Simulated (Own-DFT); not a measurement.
GaN (wurtzite, strained, atoms displaced) (calculated)

A calculation, not a measurement: plane-wave PBE density functional theory by an unreviewed code, no spin, of a simulated periodic cell, stress positive in tension, free energy of the whole cell less one offset for each atom, forces on such cells passed a denser k mesh, this cell's mesh not checked; offsets are fitted by least squares, one for each functional and potential file, so energies compare only between cells with the same atoms and settings and are not formation energies; the far tail of each file's local potential was reset to the Coulomb form; each entry is a single point on an unrelaxed cell, so the pressure reflects the starting lattice, mostly measured values (interpolated for alloys), from which strain is counted, and rises with the displacements; printed positions are rounded, which can move forces by about a meV/angstrom; the program, named Own-DFT, is a retired in-house code; no spin-orbit coupling. Program: Own-DFT development build.

Common to all runs: functional PBE; potential files PseudoDojo norm-conserving, scalar-relativistic, standard set with the stringent files for Ga; wave cutoff 96 hartree; occupations Gaussian; smearing width 0.01 eV; k mesh 3 x 4 x 3 centred on Gamma.

```json
{"entry": 1, "formula": "GaN", "kind": "wurtzite, strained, atoms displaced", "structure": {"cell_angstrom": [[12.756, 0.0, 0.0], [-4.7835, 8.2853, 0.0], [0.0, 0.0, 10.2404]], "atoms_fractional": [["Ga", 0.08093, 0.2141, 0.99688], ["Ga", 0.16432, 0.09702, 0.24363], ["N", 0.08485, 0.21882, 0.19161], ["N", 0.16107, 0.10747, 0.43134], ["Ga", 0.08665, 0.22544, 0.49231], ["Ga", 0.16198, 0.115, 0.75906], ["N", 0.0786, 0.2153, 0.69429], ["N", 0.17487, 0.11607, 0.94546], ["Ga", 0.07794, 0.55123, 0.99875], ["Ga", 0.17469, 0.4546, 0.24814], ["N", 0.07948, 0.54912, 0.1925], ["N", 0.16982, 0.44534, 0.43181], ["Ga", 0.08008, 0.55515, 0.50549], ["Ga", 0.16466, 0.44019, 0.75331], ["N", 0.08548, 0.55256, 0.68038], ["N", 0.16322, 0.45005, 0.93713], ["Ga", 0.07865, 0.88848, 0.99031], ["Ga", 0.16626, 0.78053, 0.25105], ["N", 0.0839, 0.88593, 0.1922], ["N", 0.16384, 0.78099, 0.43503], ["Ga", 0.07853, 0.88389, 0.50003], ["Ga", 0.16556, 0.77953, 0.75528], ["N", 0.08447, 0.88774, 0.68506], ["N", 0.16969, 0.78118, 0.93483], ["Ga", 0.32846, 0.22312, 0.00801], ["Ga", 0.41593, 0.11395, 0.24024], ["N", 0.33144, 0.21433, 0.19405], ["N", 0.41215, 0.10639, 0.43805], ["Ga", 0.33276, 0.22319, 0.49891], ["Ga", 0.41789, 0.10825, 0.75695], ["N", 0.32963, 0.21602, 0.6839], ["N", 0.41871, 0.11759, 0.94271], ["Ga", 0.33735, 0.56313, 0.00618], ["Ga", 0.41491, 0.4475, 0.2546], ["N", 0.33754, 0.56475, 0.18086], ["N", 0.42065, 0.43641, 0.43244], ["Ga", 0.33703, 0.55983, 0.49942], ["Ga", 0.41305, 0.44352, 0.75797], ["N", 0.33711, 0.56187, 0.69043], ["N", 0.41989, 0.44801, 0.93297], ["Ga", 0.33557, 0.8869, 0.01098], ["Ga", 0.4225, 0.78801, 0.24525], ["N", 0.33587, 0.89353, 0.19935], ["N", 0.41623, 0.77196, 0.43233], ["Ga", 0.32815, 0.88358, 0.50185], ["Ga", 0.42514, 0.77158, 0.75708], ["N", 0.32858, 0.88626, 0.68407], ["N", 0.41864, 0.78338, 0.93647], ["Ga", 0.58023, 0.2205, 0.99373], ["Ga", 0.66577, 0.11885, 0.24243], ["N", 0.57582, 0.21949, 0.18516], ["N", 0.66905, 0.11168, 0.43757], ["Ga", 0.58382, 0.2236, 0.5055], ["Ga", 0.66703, 0.1079, 0.74316], ["N", 0.58628, 0.22715, 0.68474], ["N", 0.66724, 0.10183, 0.93062], ["Ga", 0.57368, 0.55253, 0.00166], ["Ga", 0.66517, 0.44327, 0.25542], ["N", 0.58169, 0.55247, 0.19527], ["N", 0.66062, 0.43851, 0.43474], ["Ga", 0.5816, 0.55262, 0.4984], ["Ga", 0.67181, 0.45443, 0.74768], ["N", 0.58262, 0.55426, 0.68747], ["N", 0.67141, 0.44091, 0.93402], ["Ga", 0.58064, 0.88723, 0.00218], ["Ga", 0.66265, 0.77664, 0.24833], ["N", 0.58573, 0.88653, 0.18761], ["N", 0.66995, 0.78503, 0.43127], ["Ga", 0.57882, 0.87899, 0.50955], ["Ga", 0.66613, 0.77838, 0.74359], ["N", 0.57634, 0.88346, 0.69065], ["N", 0.66988, 0.77816, 0.92694], ["Ga", 0.82109, 0.21227, 0.9999], ["Ga", 0.91201, 0.10011, 0.25107], ["N", 0.83578, 0.2303, 0.19499], ["N", 0.91126, 0.11723, 0.43884], ["Ga", 0.83709, 0.22889, 0.50115], ["Ga", 0.91598, 0.11178, 0.74991], ["N", 0.83376, 0.22661, 0.69472], ["N", 0.91755, 0.11427, 0.94226], ["Ga", 0.83635, 0.54682, 0.99682], ["Ga", 0.91569, 0.44759, 0.24762], ["N", 0.8356, 0.5593, 0.18969], ["N", 0.91457, 0.44383, 0.44582], ["Ga", 0.84694, 0.57317, 0.5013], ["Ga", 0.91997, 0.43838, 0.74568], ["N", 0.84105, 0.55815, 0.69031], ["N", 0.91291, 0.43195, 0.9453], ["Ga", 0.84011, 0.89941, 0.00277], ["Ga", 0.9154, 0.78785, 0.25413], ["N", 0.83626, 0.88819, 0.18655], ["N", 0.91346, 0.7726, 0.44647], ["Ga", 0.83021, 0.89131, 0.49816], ["Ga", 0.9195, 0.79054, 0.74618], ["N", 0.82746, 0.88375, 0.68875], ["N", 0.9143, 0.76513, 0.93328]]}, "results": {"free_energy_of_cell_above_offsets [eV]": "-3.763", "pressure [GPa]": 9.58, "stress_xx [GPa]": -7.56, "stress_yy [GPa]": -7.04, "stress_zz [GPa]": -14.13, "stress_yz [GPa]": 0.37, "stress_xz [GPa]": -0.7, "stress_xy [GPa]": -0.48, "force_element": ["Ga", "Ga", "N", "N", "Ga", "Ga", "N", "N", "Ga", "Ga", "N", "N", "Ga", "Ga", "N", "N", "Ga", "Ga", "N", "N", "Ga", "Ga", "N", "N", "Ga", "Ga", "N", "N", "Ga", "Ga", "N", "N", "Ga", "Ga", "N", "N", "Ga", "Ga", "N", "N", "Ga", "Ga", "N", "N", "Ga", "Ga", "N", "N", "Ga", "Ga", "N", "N", "Ga", "Ga", "N", "N", "Ga", "Ga", "N", "N", "Ga", "Ga", "N", "N", "Ga", "Ga", "N", "N", "Ga", "Ga", "N", "N", "Ga", "Ga", "N", "N", "Ga", "Ga", "N", "N", "Ga", "Ga", "N", "N", "Ga", "Ga", "N", "N", "Ga", "Ga", "N", "N", "Ga", "Ga", "N", "N"], "force_x [eV/angstrom]": [-0.307, -0.782, -0.253, 0.493, -0.514, 2.048, 0.039, -1.998, 0.08, -0.836, 0.647, -0.154, 0.775, 0.233, -0.002, 1.657, 0.947, 0.296, -0.929, 0.243, 0.752, 0.726, -0.617, -0.223, 2.165, 0.541, -1.263, 0.522, 0.039, -0.522, -0.347, -0.925, -0.71, 0.216, 0.382, -1.645, 0.032, 0.674, -0.229, -1.653, -0.942, 0.057, -0.282, -0.126, 0.379, -3.346, 1.152, -0.137, 1.218, 0.491, 1.414, -0.546, -0.25, -0.755, -0.056, -1.695, 3.023, 0.584, -0.47, 1.032, 0.68, 0.598, -0.581, -1.193, 1.396, 0.995, -0.587, -0.41, -0.246, -0.175, 1.843, -0.436, 1.663, -0.107, -0.093, 2.025, -1.519, -0.752, 0.577, -0.13, -1.275, 0.141, -0.75, 0.289, -1.203, -0.725, -0.575, 0.422, -0.334, 1.762, -1.537, -0.914, 0.35, 0.634, 0.348, -0.525], "force_y [eV/angstrom]": [1.817, 2.009, 0.179, -0.147, -0.479, -0.692, 0.963, -1.12, 0.557, -1.439, 1.359, 0.512, 0.315, 0.761, 0.183, -0.803, -0.729, -1.221, -1.055, -0.997, 1.446, -0.304, 0.742, -0.295, 0.956, -0.199, 1.813, 0.222, -1.4, -0.005, 0.758, -1.216, -0.754, -0.65, -0.278, 1.133, -1.055, -0.75, -1.492, -0.859, 0.547, -0.647, -0.987, 0.698, 0.729, 0.358, -0.087, -0.446, 0.694, -0.441, 0.777, -0.495, -0.869, 0.621, -0.446, 0.008, 1.052, -0.04, 0.344, 1.083, 0.341, -0.662, 0.201, 0.314, -0.14, -0.261, 1.137, -1.118, 1.41, -0.822, 1.066, -0.04, 0.884, 2.493, -1.753, -0.946, -0.65, -0.517, -1.697, -0.252, 0.422, 0.162, 0.254, 0.901, -4.482, 1.66, 0.448, 0.417, -2.197, -1.926, -0.178, 3.406, 0.413, -1.802, 1.484, 1.793], "force_z [eV/angstrom]": [1.437, 0.951, -0.651, 0.959, 0.284, -1.739, -1.098, -0.89, 0.775, -0.561, -0.727, 1.491, -2.946, -0.904, 3.004, 0.768, 1.345, -0.213, -1.72, 0.888, -0.301, -1.907, 1.214, 2.042, -0.213, 2.742, -0.876, -0.328, -0.394, -1.699, 1.784, 0.226, -2.977, -1.41, 2.349, 1.624, -0.014, -3.316, -0.261, 2.67, -1.3, 1.046, -1.467, 0.649, -0.964, -0.962, 1.784, 1.593, 0.223, 1.589, -0.599, 0.432, -2.095, 0.076, 2.083, 0.647, 0.037, -1.442, -1.297, 1.65, -0.145, -0.197, -0.167, 0.816, -1.029, -0.277, -0.42, 1.453, -2.63, 0.427, -0.193, 2.452, 0.95, -0.038, -1.204, 0.197, 0.049, 0.161, -1.019, -0.654, 0.598, 1.183, 0.03, -1.154, 0.952, 1.139, -0.021, -1.452, -1.44, -0.112, 0.282, -1.871, 0.271, 0.094, -0.658, 0.539]}}
{"entry": 2, "formula": "GaN", "kind": "wurtzite, strained, atoms displaced", "structure": {"cell_angstrom": [[12.756, 0.0, 0.0], [-4.7835, 8.2853, 0.0], [0.0, 0.0, 10.2404]], "atoms_fractional": [["Ga", 0.08291, 0.21949, 0.00243], ["Ga", 0.17112, 0.11716, 0.25192], ["N", 0.08325, 0.22604, 0.18196], ["N", 0.17195, 0.116, 0.43962], ["Ga", 0.07438, 0.21608, 0.50274], ["Ga", 0.16452, 0.09277, 0.74871], ["N", 0.09251, 0.23188, 0.69153], ["N", 0.16883, 0.11642, 0.94614], ["Ga", 0.08184, 0.55451, 0.99408], ["Ga", 0.16423, 0.43971, 0.2428], ["N", 0.08205, 0.55955, 0.1902], ["N", 0.16822, 0.44218, 0.43277], ["Ga", 0.08707, 0.55718, 0.50001], ["Ga", 0.1621, 0.44377, 0.75161], ["N", 0.08413, 0.5588, 0.69076], ["N", 0.16607, 0.4415, 0.93191], ["Ga", 0.07822, 0.88317, 0.99824], ["Ga", 0.16894, 0.78653, 0.25125], ["N", 0.08494, 0.88842, 0.18883], ["N", 0.16821, 0.78346, 0.44009], ["Ga", 0.08417, 0.88191, 0.49149], ["Ga", 0.16983, 0.7823, 0.74702], ["N", 0.07726, 0.89198, 0.6856], ["N", 0.17098, 0.78038, 0.93843], ["Ga", 0.33303, 0.22443, 0.99693], ["Ga", 0.41914, 0.11707, 0.25216], ["N", 0.33035, 0.223, 0.19742], ["N", 0.41661, 0.10689, 0.44142], ["Ga", 0.33131, 0.22324, 0.49313], ["Ga", 0.41818, 0.12341, 0.74958], ["N", 0.32908, 0.2198, 0.68887], ["N", 0.41643, 0.11462, 0.93628], ["Ga", 0.33616, 0.5499, 0.99896], ["Ga", 0.42703, 0.45464, 0.2447], ["N", 0.33194, 0.5579, 0.18808], ["N", 0.41554, 0.44198, 0.43512], ["Ga", 0.33581, 0.56546, 0.49366], ["Ga", 0.416, 0.4493, 0.74768], ["N", 0.32828, 0.54004, 0.69114], ["N", 0.41673, 0.44523, 0.93765], ["Ga", 0.33488, 0.89072, 0.99321], ["Ga", 0.41816, 0.77755, 0.25025], ["N", 0.33758, 0.89133, 0.19665], ["N", 0.42482, 0.77809, 0.44078], ["Ga", 0.33436, 0.88721, 0.49936], ["Ga", 0.41513, 0.77005, 0.74187], ["N", 0.32656, 0.89011, 0.68787], ["N", 0.41187, 0.77855, 0.93424], ["Ga", 0.57969, 0.2288, 0.99911], ["Ga", 0.66584, 0.10169, 0.23166], ["N", 0.58571, 0.21942, 0.17915], ["N", 0.67092, 0.11268, 0.43864], ["Ga", 0.58098, 0.22336, 0.49687], ["Ga", 0.66968, 0.1146, 0.74554], ["N", 0.58545, 0.2254, 0.68437], ["N", 0.66476, 0.10319, 0.93215], ["Ga", 0.58665, 0.54522, 0.00074], ["Ga", 0.66766, 0.44443, 0.25838], ["N", 0.59182, 0.56371, 0.18074], ["N", 0.66029, 0.44532, 0.44121], ["Ga", 0.58184, 0.53795, 0.49659], ["Ga", 0.66846, 0.45051, 0.75457], ["N", 0.58663, 0.55722, 0.68941], ["N", 0.66683, 0.44704, 0.94335], ["Ga", 0.58135, 0.88571, 0.99475], ["Ga", 0.6624, 0.76919, 0.24082], ["N", 0.58881, 0.88727, 0.19377], ["N", 0.66511, 0.77302, 0.43481], ["Ga", 0.57954, 0.88439, 0.49831], ["Ga", 0.67214, 0.78351, 0.7586], ["N", 0.58686, 0.88889, 0.68992], ["N", 0.65994, 0.76847, 0.9471], ["Ga", 0.83715, 0.21716, 7e-05], ["Ga", 0.91391, 0.11208, 0.24844], ["N", 0.83809, 0.21951, 0.1859], ["N", 0.92172, 0.1059, 0.44432], ["Ga", 0.83516, 0.22506, 0.50818], ["Ga", 0.91664, 0.10775, 0.747], ["N", 0.83212, 0.22128, 0.6936], ["N", 0.92116, 0.11768, 0.9418], ["Ga", 0.83173, 0.55121, 0.99021], ["Ga", 0.924, 0.45126, 0.25241], ["N", 0.82943, 0.54819, 0.19105], ["N", 0.91884, 0.44954, 0.43484], ["Ga", 0.83081, 0.55871, 0.49812], ["Ga", 0.91373, 0.44934, 0.75371], ["N", 0.82595, 0.56057, 0.68581], ["N", 0.90822, 0.44408, 0.93188], ["Ga", 0.8328, 0.88768, 0.99661], ["Ga", 0.90847, 0.77365, 0.24834], ["N", 0.82851, 0.88431, 0.19452], ["N", 0.91615, 0.77532, 0.43839], ["Ga", 0.83037, 0.88786, 0.5029], ["Ga", 0.92361, 0.78707, 0.74534], ["N", 0.83477, 0.88021, 0.69274], ["N", 0.92227, 0.78885, 0.93786]]}, "results": {"free_energy_of_cell_above_offsets [eV]": "-4.360", "pressure [GPa]": 9.45, "stress_xx [GPa]": -9.84, "stress_yy [GPa]": -7.43, "stress_zz [GPa]": -11.08, "stress_yz [GPa]": -0.41, "stress_xz [GPa]": 0.23, "stress_xy [GPa]": -0.11, "force_element": ["Ga", "Ga", "N", "N", "Ga", "Ga", "N", "N", "Ga", "Ga", "N", "N", "Ga", "Ga", "N", "N", "Ga", "Ga", "N", "N", "Ga", "Ga", "N", "N", "Ga", "Ga", "N", "N", "Ga", "Ga", "N", "N", "Ga", "Ga", "N", "N", "Ga", "Ga", "N", "N", "Ga", "Ga", "N", "N", "Ga", "Ga", "N", "N", "Ga", "Ga", "N", "N", "Ga", "Ga", "N", "N", "Ga", "Ga", "N", "N", "Ga", "Ga", "N", "N", "Ga", "Ga", "N", "N", "Ga", "Ga", "N", "N", "Ga", "Ga", "N", "N", "Ga", "Ga", "N", "N", "Ga", "Ga", "N", "N", "Ga", "Ga", "N", "N", "Ga", "Ga", "N", "N", "Ga", "Ga", "N", "N"], "force_x [eV/angstrom]": [0.273, -1.458, 0.112, -1.647, 3.049, -0.737, -0.937, 0.117, 0.269, -0.236, 1.087, -0.526, -0.184, 0.669, -0.736, -0.242, 1.738, 0.613, -1.197, 1.416, -1.595, -1.148, 2.287, -1.197, -0.033, 0.276, 1.706, -0.295, 0.724, 0.741, 0.284, -0.06, -1.593, -1.162, 0.881, 0.192, 0.428, 1.524, -1.317, 1.16, -0.023, 0.037, -0.345, -2.51, 0.031, -0.405, 2.14, 1.248, 1.366, 0.189, -0.644, -0.564, 1.262, -1.154, -0.223, -0.133, -2.435, 0.253, -0.137, 3.548, -3.855, -0.598, -0.81, 1.18, -0.753, 0.613, -1.605, 0.071, 2.676, -0.617, -0.391, 1.05, -1.723, 1.411, -1.318, -2.602, -0.104, 0.762, 0.955, 0.091, -0.466, -1.182, 0.268, -0.059, 0.558, 0.178, 1.866, 1.858, -0.426, 1.381, 0.442, -0.293, -0.063, -0.77, -1.484, -0.984], "force_y [eV/angstrom]": [0.694, -0.918, -1.06, -1.324, 1.605, 3.764, -2.306, -1.471, 0.098, 0.995, 0.318, 0.271, -0.261, 0.19, -0.081, 0.317, 1.378, -0.74, 0.381, -1.235, 1.673, -0.659, -1.533, -0.31, -0.205, -0.588, 1.162, 0.58, 0.077, -0.895, 0.538, 0.028, 1.081, -0.813, -0.173, 0.779, -2.575, -1.174, 2.32, -0.216, 0.255, 0.289, 0.228, 0.133, 0.239, 0.506, 0.604, -0.705, -1.38, 1.978, 0.544, 0.003, -0.849, -0.733, 0.229, 1.241, 1.238, -0.527, -2.56, -1.64, 3.495, -0.912, 0.065, -0.808, -0.097, 1.633, -1.123, -0.408, 1.368, -1.102, -0.207, 0.589, 0.564, -0.86, 1.028, -0.077, -0.116, 0.731, 0.76, -1.567, 1.502, -1.001, 0.52, -0.448, -0.51, -0.043, 0.068, -0.536, 0.425, 0.073, 0.966, 0.463, -0.952, -2.004, 1.631, -1.914], "force_z [eV/angstrom]": [-1.413, -0.192, 1.82, -0.091, 0.482, 1.051, -0.307, -1.247, 0.591, 0.587, -1.034, 0.58, -0.329, -0.757, -0.315, 2.109, 0.983, -0.515, 0.142, -0.248, 0.661, 0.487, -1.161, -0.308, 0.938, -0.37, -1.631, -0.384, 1.148, -0.795, -0.409, 0.359, -0.201, 0.409, -0.099, -0.001, 0.867, 0.036, -1.443, 0.192, 1.355, -0.352, -1.159, -0.678, 0.052, 0.604, -0.24, 0.088, -1.048, 2.246, 1.999, -0.604, 0.182, 0.162, 0.904, 1.205, -0.658, -1.833, 1.189, -1.105, 1.791, -0.785, 0.137, -1.353, 0.453, 2.023, -1.724, 0.348, 0.402, -0.937, -0.161, -0.703, -0.558, 0.77, 0.15, -1.101, -1.582, 0.474, -0.147, -1.125, 2.104, -0.825, -0.796, 1.714, 0.021, -2.293, 0.53, 1.597, 1.003, 0.03, -1.374, 0.001, -0.67, 0.972, -0.311, -0.576]}}
```
